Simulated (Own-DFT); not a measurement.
Simulation results for Si12O23 (quartz with two neutral oxygen vacancies, strained, atoms displaced)

Computed with Own-DFT development build. A calculation, not a measurement: plane-wave PBE and HSE06 DFT by an unreviewed code, no spin, of a simulated cell at Gamma alone, so results move with cell size and shape, stress positive in tension, energies less offsets, not probed for a lower state with spin; oxygen file: force components 24 meV/angstrom off all-electron in a glass; k mesh not checked against a denser one; forces and stress are PBE's, HSE06 gives the energy alone, and its difference from PBE has offsets of its own; offsets are fitted by least squares, one for each functional and potential file, so energies compare only between cells with the same atoms and settings and are not formation energies; the far tail of each file's local potential was reset to the Coulomb form; each entry is a single point on an unrelaxed cell, so the pressure reflects the starting lattice, mostly measured values (interpolated for alloys), from which strain is counted, and rises with the displacements; printed positions are rounded, which can move forces by about a meV/angstrom; the program, named Own-DFT, is a retired in-house code; no spin-orbit coupling.

Common to all runs: first functional PBE; second functional HSE06; exact exchange share 0.25; screening 0.11 1/bohr; exchange divergence Gygi-Baldereschi; potential files PseudoDojo norm-conserving, scalar-relativistic, made for PBE, standard set; wave cutoff 48 hartree; occupations fixed; k mesh 1 x 1 x 1 centred on Gamma.

(1) 
```cif
# cell vector a (Å): 9.8477 0.0873 0.1004
# cell vector b (Å): -4.8482 8.4724 -0.1914
# cell vector c (Å): 0.1104 -0.1794 10.9899
data_Si12O23
_symmetry_space_group_name_H-M 'P 1'
_symmetry_Int_Tables_number 1
_cell_length_a 9.8486
_cell_length_b 9.7634
_cell_length_c 10.9919
_cell_angle_alpha 92.221
_cell_angle_beta 88.849
_cell_angle_gamma 119.277
_cell_volume 921.23
loop_
_atom_site_label
_atom_site_type_symbol
_atom_site_fract_x
_atom_site_fract_y
_atom_site_fract_z
_atom_site_occupancy
Si1 Si 0.23781 0.00311 0.00136 1
Si2 Si 0.00800 0.23504 0.33567 1
Si3 Si 0.26724 0.26385 0.17175 1
O1 O 0.20532 0.13433 0.05902 1
O2 O 0.42299 0.29118 0.22957 1
O3 O 0.37061 0.07639 0.38762 1
O4 O 0.07778 0.36587 0.43910 1
O5 O 0.12475 0.20441 0.27434 1
O6 O 0.29467 0.42869 0.10158 1
Si4 Si 0.22859 0.99595 0.50404 1
Si5 Si 0.99767 0.23589 0.83177 1
Si6 Si 0.26541 0.26483 0.66514 1
O7 O 0.21151 0.13564 0.55423 1
O8 O 0.42803 0.29795 0.73051 1
O9 O 0.36706 0.07433 0.89182 1
O10 O 0.07042 0.36739 0.93991 1
O11 O 0.13388 0.20366 0.77296 1
O12 O 0.29935 0.42293 0.60785 1
Si7 Si 0.23531 0.50074 0.00112 1
Si8 Si 0.00050 0.73256 0.33488 1
Si9 Si 0.26113 0.76425 0.16629 1
O13 O 0.21358 0.63185 0.06110 1
O14 O 0.42812 0.79576 0.22496 1
O15 O 0.36485 0.57219 0.39000 1
O16 O 0.07089 0.86463 0.44236 1
O17 O 0.29293 0.92508 0.10695 1
Si10 Si 0.23426 0.50187 0.50122 1
Si11 Si 0.00438 0.73639 0.83297 1
Si12 Si 0.27050 0.77172 0.66845 1
O18 O 0.20665 0.62868 0.55734 1
O19 O 0.42556 0.79168 0.72634 1
O20 O 0.36605 0.57171 0.89580 1
O21 O 0.07850 0.86684 0.93681 1
O22 O 0.13474 0.70030 0.77121 1
O23 O 0.29597 0.92847 0.60365 1
Si13 Si 0.72927 0.99393 0.99365 1
Si14 Si 0.49953 0.23844 0.33095 1
Si15 Si 0.77449 0.27451 0.16891 1
O24 O 0.70619 0.13187 0.05278 1
O25 O 0.92143 0.29207 0.22943 1
O26 O 0.87004 0.07737 0.39131 1
O27 O 0.56561 0.36347 0.43868 1
O28 O 0.63534 0.20565 0.27258 1
O29 O 0.79864 0.43597 0.10543 1
Si16 Si 0.73874 0.00218 0.49778 1
Si17 Si 0.49718 0.23287 0.83187 1
Si18 Si 0.76587 0.26807 0.66148 1
O30 O 0.70631 0.12945 0.56245 1
O31 O 0.93036 0.29987 0.72636 1
O32 O 0.86600 0.07555 0.88789 1
O33 O 0.57548 0.37636 0.94209 1
O34 O 0.63598 0.20718 0.77269 1
O35 O 0.79825 0.43016 0.61056 1
Si19 Si 0.73707 0.49959 0.99926 1
Si20 Si 0.50497 0.73266 0.33192 1
Si21 Si 0.76000 0.76320 0.16822 1
O36 O 0.71382 0.63432 0.05979 1
O37 O 0.86702 0.57493 0.39019 1
O38 O 0.57602 0.86529 0.44241 1
O39 O 0.62712 0.70374 0.27485 1
O40 O 0.79253 0.92619 0.11057 1
Si22 Si 0.73197 0.49837 0.50232 1
Si23 Si 0.50478 0.73911 0.83571 1
Si24 Si 0.77065 0.77036 0.66648 1
O41 O 0.70442 0.63478 0.55961 1
O42 O 0.92919 0.78936 0.72336 1
O43 O 0.86620 0.57413 0.88819 1
O44 O 0.57202 0.86827 0.94340 1
O45 O 0.63442 0.71437 0.77410 1
O46 O 0.79416 0.92798 0.60862 1
_calc_PBE_energy_of_cell_above_offsets '-19.927'  # eV
_calc_HSE06_less_PBE_above_offsets '0.524'  # eV
_calc_PBE_pressure 4.27  # GPa
_calc_PBE_stress_xx -5.01  # GPa
_calc_PBE_stress_yy -6.84  # GPa
_calc_PBE_stress_zz -0.96  # GPa
_calc_PBE_stress_yz -5.93  # GPa
_calc_PBE_stress_xz 2.87  # GPa
_calc_PBE_stress_xy 3.04  # GPa
```

Force:
```tsv
element	x (eV/Å)	y (eV/Å)	z (eV/Å)
Si	1.209	-1.619	-0.645
Si	-7.577	0.424	0.442
Si	-2.771	1.421	-2.037
O	-0.654	0.862	1.041
O	0.185	0.802	-0.523
O	-1.615	-1.891	1.864
O	-0.38	0.871	1.246
O	7.162	-0.635	-3.988
O	1.366	-2.291	2.328
Si	3.595	0.075	-3.653
Si	0.197	0.309	-0.493
Si	0.452	-0.407	1.797
O	-1.727	1.626	1.237
O	-0.333	-0.46	-0.522
O	-0.114	-0.548	0.44
O	0.268	0.611	0.532
O	-0.041	0.004	-0.427
O	-1.901	2.435	-2.097
Si	1.48	-2.956	-2.315
Si	-0.064	0.783	-4.454
Si	-0.307	0.192	3.032
O	-2.713	2.16	0.89
O	0.217	-0.476	0.871
O	-0.105	-0.243	0.498
O	-0.192	0.323	0.87
O	-0.695	1.276	-1.142
Si	4.779	-3.016	-1.299
Si	-0.923	-1.84	-1.044
Si	-0.474	-1.783	-0.914
O	-2.787	4.391	2.897
O	1.249	0.259	0.996
O	0.917	1.605	-1.301
O	0.075	1.346	1.262
O	0.018	0.443	-0.245
O	0.209	-0.225	0.601
Si	3.82	3.015	2.534
Si	1.393	-2.55	-0.099
Si	-2.976	-1.922	-2.644
O	-0.715	2.457	2.033
O	3.79	0.325	2.113
O	-0.274	-0.905	0.733
O	1.146	2.764	2.278
O	-0.278	0.76	-0.525
O	1.062	-1.335	1.076
Si	1.399	-1.621	-0.19
Si	0.681	1.832	0.941
Si	1.167	-0.486	3.307
O	-0.983	0.672	-0.369
O	-0.622	-0.338	-0.55
O	-0.464	-1.596	0.616
O	-0.879	-2.477	-1.555
O	-0.151	0.11	-0.439
O	-1.455	1.522	-1.963
Si	1.652	0.231	-1.38
Si	-6.847	0.918	1.769
Si	2.915	0.731	1.642
O	-1.597	1.101	0.283
O	-0.966	-2.441	2.014
O	-0.013	-0.011	-0.167
O	4.699	-1.212	-2.426
O	-1.123	0.833	-1.723
Si	1.078	-0.717	-1.35
Si	-3.345	-2.363	-0.195
Si	-0.584	-0.504	0.92
O	-0.332	0.139	0.212
O	0.171	0.209	0.285
O	0.083	0.001	0.325
O	-1.974	-1.944	-0.895
O	2.782	-0.063	-1.384
O	-0.265	1.033	-0.976
```

(2) 
```cif
# cell vector a (Å): 9.8787 0.1246 0.0856
# cell vector b (Å): -4.8315 8.3246 0.0741
# cell vector c (Å): 0.0942 0.1485 10.9891
data_Si12O23
_symmetry_space_group_name_H-M 'P 1'
_symmetry_Int_Tables_number 1
_cell_length_a 9.8799
_cell_length_b 9.6254
_cell_length_c 10.9905
_cell_angle_alpha 89.136
_cell_angle_beta 89.003
_cell_angle_gamma 119.401
_cell_volume 910.08
loop_
_atom_site_label
_atom_site_type_symbol
_atom_site_fract_x
_atom_site_fract_y
_atom_site_fract_z
_atom_site_occupancy
Si1 Si 0.22752 0.99308 0.99889 1
Si2 Si 0.99674 0.23028 0.33150 1
Si3 Si 0.26567 0.26703 0.16459 1
O1 O 0.20679 0.12897 0.05803 1
O2 O 0.42604 0.29159 0.22680 1
O3 O 0.36931 0.07184 0.39408 1
O4 O 0.07948 0.36772 0.43556 1
O5 O 0.13192 0.20883 0.27207 1
O6 O 0.29303 0.42684 0.11049 1
Si4 Si 0.23323 0.00086 0.50350 1
Si5 Si 0.99758 0.23551 0.83472 1
Si6 Si 0.26545 0.26518 0.66156 1
O7 O 0.20955 0.13893 0.56270 1
O8 O 0.42591 0.29799 0.72495 1
O9 O 0.07894 0.37328 0.94404 1
O10 O 0.13464 0.20751 0.76976 1
O11 O 0.29215 0.42540 0.60738 1
Si7 Si 0.23720 0.50329 0.99691 1
Si8 Si 0.99816 0.73389 0.33818 1
Si9 Si 0.26745 0.76758 0.16591 1
O12 O 0.20962 0.63120 0.06272 1
O13 O 0.42424 0.78906 0.22650 1
O14 O 0.36479 0.57386 0.39132 1
O15 O 0.07549 0.86843 0.43832 1
O16 O 0.13520 0.70955 0.27697 1
O17 O 0.29858 0.92961 0.10704 1
Si10 Si 0.23262 0.49949 0.49694 1
Si11 Si 0.00293 0.73518 0.83017 1
Si12 Si 0.26449 0.76285 0.66909 1
O18 O 0.20795 0.63533 0.55629 1
O19 O 0.42952 0.80082 0.72840 1
O20 O 0.36933 0.57545 0.89331 1
O21 O 0.07263 0.86842 0.93761 1
O22 O 0.13049 0.70663 0.77462 1
O23 O 0.28970 0.92575 0.60399 1
Si13 Si 0.73654 0.99990 0.99428 1
Si14 Si 0.49988 0.23068 0.33321 1
Si15 Si 0.75868 0.25946 0.16673 1
O24 O 0.71123 0.13577 0.05712 1
O25 O 0.92939 0.29115 0.22525 1
O26 O 0.86278 0.07160 0.39754 1
O27 O 0.57732 0.37117 0.43779 1
O28 O 0.62665 0.20349 0.27457 1
O29 O 0.79748 0.42796 0.11129 1
Si16 Si 0.73465 0.99877 0.50305 1
Si17 Si 0.49493 0.23034 0.83812 1
Si18 Si 0.76713 0.26599 0.66678 1
O30 O 0.70739 0.13623 0.56236 1
O31 O 0.92327 0.29342 0.72629 1
O32 O 0.86985 0.07003 0.88974 1
O33 O 0.63923 0.20975 0.77261 1
O34 O 0.79356 0.42433 0.60500 1
Si19 Si 0.73249 0.49937 0.00318 1
Si20 Si 0.50050 0.74275 0.33698 1
Si21 Si 0.76588 0.76409 0.16831 1
O35 O 0.70441 0.63221 0.06204 1
O36 O 0.93215 0.79332 0.22792 1
O37 O 0.86526 0.57641 0.39713 1
O38 O 0.57466 0.86476 0.44333 1
O39 O 0.63605 0.70223 0.27509 1
O40 O 0.79209 0.92504 0.10769 1
Si22 Si 0.72552 0.49389 0.50457 1
Si23 Si 0.50005 0.73560 0.83590 1
Si24 Si 0.76331 0.76022 0.66847 1
O41 O 0.70175 0.63109 0.55824 1
O42 O 0.92728 0.79219 0.72979 1
O43 O 0.86698 0.57674 0.89073 1
O44 O 0.57875 0.87170 0.94220 1
O45 O 0.62943 0.69663 0.77858 1
O46 O 0.79082 0.92465 0.60918 1
_calc_PBE_energy_of_cell_above_offsets '-21.227'  # eV
_calc_HSE06_less_PBE_above_offsets '0.186'  # eV
_calc_PBE_pressure 6.08  # GPa
_calc_PBE_stress_xx -4.97  # GPa
_calc_PBE_stress_yy -9.97  # GPa
_calc_PBE_stress_zz -3.3  # GPa
_calc_PBE_stress_yz 3.07  # GPa
_calc_PBE_stress_xz 1.82  # GPa
_calc_PBE_stress_xy 2.52  # GPa
```

Force:
```tsv
element	x (eV/Å)	y (eV/Å)	z (eV/Å)
Si	2.782	1.606	-1.072
Si	0.072	1.489	0.916
Si	1.568	-2.989	1.425
O	-1.379	2.063	1.46
O	-0.449	-0.086	-0.266
O	-1.017	-1.582	1.435
O	-0.928	-1.073	-0.25
O	1.463	-0.861	-0.45
O	-1.17	2.829	-2.463
Si	-0.532	-0.173	-2.847
Si	2.008	2.426	-1.033
Si	0.745	0.308	3.853
O	0.011	-2.337	-2.456
O	1.113	-0.485	0.69
O	-1.221	-2.465	-2.094
O	-1.405	-0.217	1.161
O	-1.475	3.073	-1.912
Si	1.132	-1.218	2.092
Si	0.871	0.886	-1.2
Si	-0.015	-2.482	1.903
O	-1.105	1.726	0.589
O	0.192	0.832	-0.229
O	0.475	0.098	-0.014
O	0.048	1.281	1.312
O	0.91	-0.12	-0.693
O	-0.784	1.57	-1.409
Si	1.131	-0.739	0.32
Si	-2.348	0.521	2.283
Si	0.564	-0.312	-1.19
O	-0.724	1.325	1.683
O	-0.188	-0.311	0.195
O	-0.152	-1.204	0.165
O	-0.475	-0.853	-0.553
O	3.348	-0.584	-1.278
O	1.038	-0.547	1.723
Si	1.166	0.266	2.493
Si	-2.836	2.726	0.93
Si	2.305	0.084	0.993
O	-0.398	0.111	0.063
O	-2.49	-0.282	-1.07
O	0.793	-0.076	-0.796
O	-1.223	-2.172	-1.172
O	3.511	-0.771	-1.546
O	-0.601	1.221	-0.656
Si	-1.18	-0.042	0.356
Si	-0.08	0.496	1.089
Si	0.111	-1.098	0.269
O	0.133	-0.907	-0.727
O	1.686	0.356	0.972
O	-0.166	-0.978	0.405
O	-1.992	-0.877	1.644
O	-0.551	1.888	-0.459
Si	0.433	-2.554	-2.396
Si	1.916	-1.976	-1.659
Si	1.657	-0.73	1.088
O	-0.662	1.024	0.493
O	-1.717	0.201	-1.292
O	-0.752	-1.96	1.252
O	-0.17	0.961	0.801
O	-1.973	0.306	1.318
O	-0.767	1.757	-1.436
Si	2.258	0.863	-1.687
Si	0.87	2.172	-0.774
Si	0.507	-0.953	0.683
O	-0.953	1.687	1.742
O	-1.823	0.58	-2.019
O	-0.326	-1.389	1.245
O	-1.383	-2.07	-1.652
O	0.441	0.452	-0.609
O	0.154	0.289	0.317
```

(3) 
```cif
# cell vector a (Å): 9.7000 -0.1379 -0.1378
# cell vector b (Å): -4.9694 8.5110 0.0846
# cell vector c (Å): -0.1516 0.0199 10.8698
data_Si12O23
_symmetry_space_group_name_H-M 'P 1'
_symmetry_Int_Tables_number 1
_cell_length_a 9.7020
_cell_length_b 9.8559
_cell_length_c 10.8709
_cell_angle_alpha 89.015
_cell_angle_beta 91.614
_cell_angle_gamma 121.098
_cell_volume 889.75
loop_
_atom_site_label
_atom_site_type_symbol
_atom_site_fract_x
_atom_site_fract_y
_atom_site_fract_z
_atom_site_occupancy
Si1 Si 0.23719 0.00194 0.99583 1
Si2 Si 0.99890 0.23361 0.33235 1
Si3 Si 0.26559 0.26545 0.16936 1
O1 O 0.21348 0.13620 0.05370 1
O2 O 0.42290 0.28837 0.22584 1
O3 O 0.35940 0.07077 0.39674 1
O4 O 0.07254 0.36673 0.44187 1
O5 O 0.13687 0.21674 0.27290 1
O6 O 0.29747 0.43236 0.10750 1
Si4 Si 0.23601 0.00557 0.50600 1
Si5 Si 0.00192 0.23908 0.83285 1
Si6 Si 0.26425 0.26296 0.66318 1
O7 O 0.21173 0.13562 0.55820 1
O8 O 0.43037 0.29138 0.72721 1
O9 O 0.36697 0.07408 0.89429 1
O10 O 0.06831 0.36419 0.93754 1
O11 O 0.12658 0.20492 0.77883 1
O12 O 0.29118 0.42246 0.60906 1
Si7 Si 0.23505 0.50202 0.00460 1
Si8 Si 0.99738 0.73212 0.33665 1
Si9 Si 0.27310 0.76289 0.16453 1
O13 O 0.20322 0.63141 0.05624 1
O14 O 0.42347 0.79751 0.22540 1
O15 O 0.36894 0.57963 0.39403 1
O16 O 0.07187 0.86513 0.44124 1
O17 O 0.13341 0.70524 0.27164 1
O18 O 0.29439 0.92885 0.10649 1
Si10 Si 0.23577 0.50049 0.49773 1
Si11 Si 0.99834 0.73335 0.83054 1
Si12 Si 0.26240 0.75958 0.66507 1
O19 O 0.20568 0.63753 0.56203 1
O20 O 0.42100 0.78885 0.72420 1
O21 O 0.36999 0.58054 0.89530 1
O22 O 0.07706 0.86394 0.93630 1
O23 O 0.13439 0.70895 0.77351 1
O24 O 0.29717 0.93285 0.60068 1
Si13 Si 0.73386 0.00044 0.99946 1
Si14 Si 0.49638 0.23206 0.33493 1
Si15 Si 0.76627 0.26911 0.16414 1
O25 O 0.71197 0.13270 0.06510 1
O26 O 0.93034 0.29475 0.22420 1
O27 O 0.86678 0.07303 0.39632 1
O28 O 0.57359 0.36217 0.44246 1
O29 O 0.63940 0.20358 0.27763 1
O30 O 0.79069 0.42424 0.10277 1
Si16 Si 0.73589 0.99716 0.50176 1
Si17 Si 0.49959 0.23982 0.83411 1
Si18 Si 0.76733 0.27083 0.66717 1
O31 O 0.70687 0.13182 0.56000 1
O32 O 0.92533 0.29340 0.72617 1
O33 O 0.56879 0.36581 0.94544 1
O34 O 0.63067 0.20187 0.77574 1
O35 O 0.80259 0.42885 0.61128 1
Si19 Si 0.73370 0.49975 0.00081 1
Si20 Si 0.50083 0.73992 0.33173 1
Si21 Si 0.77124 0.77004 0.16705 1
O36 O 0.70658 0.63605 0.05951 1
O37 O 0.92987 0.78906 0.21949 1
O38 O 0.87127 0.57720 0.39613 1
O39 O 0.56868 0.87092 0.43934 1
O40 O 0.64102 0.70841 0.26914 1
O41 O 0.79612 0.92210 0.10571 1
Si22 Si 0.72768 0.49797 0.50041 1
Si23 Si 0.50094 0.73790 0.83384 1
Si24 Si 0.76434 0.76902 0.67198 1
O42 O 0.70779 0.63199 0.55946 1
O43 O 0.92747 0.79213 0.72629 1
O44 O 0.86770 0.57350 0.89453 1
O45 O 0.63200 0.71038 0.77990 1
O46 O 0.78607 0.92333 0.60780 1
_calc_PBE_energy_of_cell_above_offsets '-18.884'  # eV
_calc_HSE06_less_PBE_above_offsets '-0.374'  # eV
_calc_PBE_pressure 11.16  # GPa
_calc_PBE_stress_xx -13.42  # GPa
_calc_PBE_stress_yy -10.75  # GPa
_calc_PBE_stress_zz -9.3  # GPa
_calc_PBE_stress_yz 0.78  # GPa
_calc_PBE_stress_xz -5.85  # GPa
_calc_PBE_stress_xy -0.77  # GPa
```

Force:
```tsv
element	x (eV/Å)	y (eV/Å)	z (eV/Å)
Si	0.082	-0.428	2.095
Si	-0.61	0.775	0.685
Si	-1.856	-0.616	-3.94
O	-1.343	1.562	1.557
O	2.778	0.927	1.136
O	0.981	1.052	-1.508
O	-0.946	-1.339	-0.922
O	0.355	-0.939	0.649
O	1.194	-1.025	1.528
Si	-0.519	-2.378	-3.368
Si	-3.123	-3.684	1.902
Si	-0.73	-0.749	3.392
O	-2.293	1.474	0.556
O	-2.527	1.261	-2.639
O	1.122	0.579	-1.589
O	0.544	2.772	2.444
O	4.442	-0.294	-3.044
O	-0.629	2.161	-1.154
Si	-0.178	-0.634	-2.86
Si	2.472	2.712	-2.77
Si	-9.616	-0.025	-2.59
O	-0.65	0.927	0.656
O	7.319	1.204	2.935
O	0.158	-0.948	-0.064
O	-0.659	0.557	0.475
O	0.335	-0.026	-0.032
O	0.852	-0.719	0.42
Si	-0.512	1.787	2.2
Si	1.618	-0.232	1.446
Si	-3.269	3.573	0.555
O	1.068	-3.815	-3.52
O	2.917	0.914	0.884
O	-0.879	-2.156	1.262
O	-1.244	-0.425	-0.078
O	0.27	-0.351	-0.306
O	2.758	-2.897	3.941
Si	1.044	-0.473	-3.718
Si	2.294	-1.367	-0.753
Si	-0.01	-1.6	1.573
O	-1.085	-0.411	-0.387
O	0.383	0.685	-0.045
O	0.681	-0.398	-0.514
O	-1.986	-1.756	-0.93
O	-1.87	0.529	0.431
O	0.759	0.741	1.047
Si	-2.295	2.717	-0.485
Si	3.121	-1.828	1.84
Si	-1.168	-4.421	0.402
O	-0.066	0.386	0.262
O	1.714	0.894	-0.04
O	-1.12	-0.963	-0.903
O	-0.112	0.703	-0.181
O	-2.354	3.472	-2.498
Si	-0.734	2.95	-0.244
Si	2.553	0.372	-0.679
Si	0.072	-2.671	-1.635
O	0.309	-0.964	-0.626
O	2.432	0.544	1.605
O	-2	-3.784	1.94
O	-0.347	-0.933	-0.68
O	-3.712	-0.349	2.98
O	-1.216	3.262	-1.15
Si	4.392	2.097	1.575
Si	-0.746	3.573	2.443
Si	-0.443	-2.485	-0.974
O	-1.359	1.519	1.449
O	-0.566	1.067	-1.176
O	-0.43	-1.001	0.073
O	2.79	-0.539	-1.736
O	1.398	-0.119	1.401
```

(4) 
```cif
# cell vector a (Å): 9.9851 -0.1856 0.0990
# cell vector b (Å): -5.1533 8.6012 -0.0718
# cell vector c (Å): 0.1089 -0.0284 10.7000
data_Si12O23
_symmetry_space_group_name_H-M 'P 1'
_symmetry_Int_Tables_number 1
_cell_length_a 9.9873
_cell_length_b 10.0271
_cell_length_c 10.7006
_cell_angle_alpha 90.840
_cell_angle_beta 88.846
_cell_angle_gamma 121.994
_cell_volume 908.63
loop_
_atom_site_label
_atom_site_type_symbol
_atom_site_fract_x
_atom_site_fract_y
_atom_site_fract_z
_atom_site_occupancy
Si1 Si 0.23060 0.99539 0.00128 1
Si2 Si 0.99864 0.23480 0.33007 1
Si3 Si 0.26505 0.26569 0.15982 1
O1 O 0.20819 0.13343 0.05723 1
O2 O 0.42551 0.29597 0.22938 1
O3 O 0.37100 0.07284 0.39243 1
O4 O 0.06995 0.36335 0.44159 1
O5 O 0.13547 0.20556 0.27657 1
O6 O 0.29002 0.42977 0.10499 1
Si4 Si 0.24260 0.00443 0.49630 1
Si5 Si 0.99917 0.23079 0.83290 1
Si6 Si 0.26728 0.26101 0.66758 1
O7 O 0.20763 0.13122 0.56399 1
O8 O 0.42464 0.29191 0.72612 1
O9 O 0.07169 0.36483 0.94337 1
O10 O 0.13786 0.20644 0.76887 1
O11 O 0.29006 0.42175 0.61331 1
Si7 Si 0.23494 0.49924 0.99716 1
Si8 Si 0.99639 0.72883 0.33503 1
Si9 Si 0.26806 0.76889 0.16417 1
O12 O 0.20795 0.63720 0.06033 1
O13 O 0.41849 0.78574 0.22225 1
O14 O 0.37328 0.57332 0.38848 1
O15 O 0.07703 0.87189 0.43909 1
O16 O 0.13392 0.70808 0.27133 1
O17 O 0.28927 0.91775 0.10533 1
Si10 Si 0.23461 0.50298 0.50057 1
Si11 Si 0.99879 0.74013 0.83574 1
Si12 Si 0.26584 0.76545 0.66762 1
O18 O 0.20846 0.63433 0.56163 1
O19 O 0.42702 0.78774 0.72302 1
O20 O 0.36390 0.57139 0.89177 1
O21 O 0.07902 0.87262 0.94126 1
O22 O 0.13270 0.70147 0.76983 1
O23 O 0.29377 0.92575 0.60364 1
Si13 Si 0.73640 0.99707 0.00297 1
Si14 Si 0.49941 0.23931 0.33033 1
Si15 Si 0.76714 0.26820 0.16547 1
O24 O 0.71311 0.12954 0.05836 1
O25 O 0.92451 0.29082 0.22128 1
O26 O 0.86445 0.07547 0.39255 1
O27 O 0.57444 0.36651 0.44056 1
O28 O 0.63949 0.20522 0.27254 1
O29 O 0.79042 0.42545 0.10578 1
Si16 Si 0.73668 0.99591 0.48901 1
Si17 Si 0.50563 0.23228 0.83110 1
Si18 Si 0.76153 0.26393 0.66521 1
O30 O 0.70203 0.12992 0.56107 1
O31 O 0.92811 0.29084 0.73036 1
O32 O 0.85955 0.07118 0.89709 1
O33 O 0.57009 0.36138 0.94324 1
O34 O 0.79639 0.42442 0.60674 1
Si19 Si 0.73772 0.50318 0.00088 1
Si20 Si 0.49839 0.73673 0.33273 1
Si21 Si 0.76828 0.77011 0.16675 1
O35 O 0.70854 0.63265 0.06253 1
O36 O 0.92606 0.79186 0.22364 1
O37 O 0.86246 0.56504 0.38994 1
O38 O 0.57300 0.86074 0.44650 1
O39 O 0.63348 0.70657 0.27349 1
O40 O 0.79832 0.92914 0.10711 1
Si22 Si 0.73649 0.49837 0.49875 1
Si23 Si 0.50187 0.73284 0.83330 1
Si24 Si 0.76091 0.76492 0.66850 1
O41 O 0.70727 0.62788 0.55603 1
O42 O 0.93190 0.80005 0.72606 1
O43 O 0.86350 0.57319 0.88798 1
O44 O 0.57417 0.86633 0.93930 1
O45 O 0.63535 0.70552 0.77420 1
O46 O 0.79232 0.93129 0.60844 1
_calc_PBE_energy_of_cell_above_offsets '-20.452'  # eV
_calc_HSE06_less_PBE_above_offsets '0.221'  # eV
_calc_PBE_pressure 6.31  # GPa
_calc_PBE_stress_xx -3.03  # GPa
_calc_PBE_stress_yy -8.21  # GPa
_calc_PBE_stress_zz -7.7  # GPa
_calc_PBE_stress_yz -0.34  # GPa
_calc_PBE_stress_xz 2.75  # GPa
_calc_PBE_stress_xy -5.44  # GPa
```

Force:
```tsv
element	x (eV/Å)	y (eV/Å)	z (eV/Å)
Si	5.257	4.65	0.452
Si	0.638	1.453	-1.201
Si	-0.235	1.668	2.171
O	-0.357	-0.8	-0.482
O	-0.674	0.23	-1.212
O	1.414	0.995	-2.067
O	-0.075	0.487	0.036
O	-0.477	0.182	-0.571
O	1.153	-1.079	0.969
Si	-1.725	-0.996	3.228
Si	0.924	0.271	-0.305
Si	0.332	2.236	-1.358
O	0.786	-1.991	-2.391
O	2.271	0.216	1.207
O	-0.631	-1.217	-0.723
O	-3.915	-1.276	3.8
O	-1.22	1.87	-2.139
Si	-1.855	1.213	2.195
Si	0.486	2.548	-1.582
Si	-0.498	-2.304	0.946
O	0.827	-2.425	-2.113
O	3.198	0.746	1.984
O	-1.728	-2.314	1.839
O	-0.788	-1.529	-0.795
O	-1.17	-0.391	1.182
O	-1.583	3.685	-1.515
Si	2.122	-1.586	1.029
Si	1.715	-0.713	-2.968
Si	1.094	1.794	-0.777
O	0.077	-0.996	-1.443
O	0.701	0.143	0.694
O	1.199	0.242	-1.262
O	-3.075	-3.244	-1.56
O	-3.281	0.145	2.736
O	0.321	-0.069	0.252
Si	-1.248	-0.954	1.236
Si	2.218	-0.78	-0.342
Si	0.661	-0.687	-2.016
O	-1.516	1.54	1.132
O	1.918	0.255	1.128
O	2.47	0.937	-3.481
O	-0.738	-0.687	-0.177
O	-3.385	-0.174	2.002
O	0.262	0.517	-0.065
Si	-2.225	0.76	7.667
Si	-0.018	-1.874	-1.01
Si	0.018	-0.73	2.763
O	1.001	-1.663	-1.523
O	-1.602	0.044	-1.032
O	2.738	1.134	-2.922
O	0.332	1.13	0.678
O	-0.721	1.719	-1.195
Si	-0.858	-1.481	0.209
Si	0.562	0.612	-2.113
Si	0.407	-0.727	0.26
O	-0.237	0.001	-0.583
O	1.292	-0.126	1.212
O	1.021	0.175	-1.047
O	-1.793	-1.484	-1.344
O	-1.033	0.449	0.497
O	0.201	0.115	0.272
Si	0.272	-1.095	2.448
Si	-1.339	0.625	-1.243
Si	2.988	1.412	-3.193
O	-0.7	1.881	1.526
O	-0.86	-0.2	-0.017
O	0.189	-0.04	0.153
O	-0.333	-0.487	0.384
O	-1.467	-0.999	1.869
O	0.294	-0.964	-0.392
```
